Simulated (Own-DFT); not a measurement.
# Which arrangement is lower? C36Si36, 72 atoms

Calculated, not measured: single-point runs of Own-DFT, a retired in-house plane-wave DFT program that no person has reviewed, on unrelaxed cells, without spin or spin-orbit coupling.

All runs used: PBE; PseudoDojo norm-conserving scalar-relativistic files; cutoff 42 hartree; 4 x 4 x 3 k mesh centred on Gamma; Fermi-Dirac smearing of 0.1 eV.

Caveats: forces on such cells passed a denser k mesh, each cell not checked; stress not checked against mesh or cutoff.

All cells hold the same atoms in the same cell, with vectors in Å (9.248, 0.000, 0.000); (-4.624, 8.009, 0.000); (0.000, 0.000, 10.068). Atoms are randomly off their ideal sites, by an rms of u per axis. E is the free energy of the whole cell, counted from the lowest run. The arrangements:

- A: 2H SiC
- B: 4H SiC

| arrangement | u (Å) | E (eV) | P (GPa) |
|---|---|---|---|
| A | 0.0300 | 0.250 | 3.83 |
| A | 0.0306 | 0.391 | 3.78 |
| A | 0.0308 | 0.767 | 4.03 |
| A | 0.0537 | 5.929 | 5.70 |
| A | 0.0546 | 6.190 | 5.86 |
| A | 0.0605 | 7.734 | 6.08 |
| B | 0.0299 | 0.000 | 3.76 |
| B | 0.0305 | 0.320 | 3.93 |
| B | 0.0306 | 0.225 | 3.80 |
| B | 0.0542 | 6.851 | 6.22 |
| B | 0.0585 | 7.004 | 6.10 |
| B | 0.0602 | 7.854 | 6.58 |

Q: what order do the arrangements take when the shaking is discounted?

## Working it out

Fit E = a + b u², with one b for all and one a for each arrangement, and with residuals divided by u², since the noise grows with the moves. Then b = 2851 eV/Å², the scatter at u = 0.04 Å is 0.26 eV, and against A:

- B: -0.22 ± 0.12 eV (not told apart from A)

The cells share one lattice and weren't relaxed, which can shift such small differences either way.
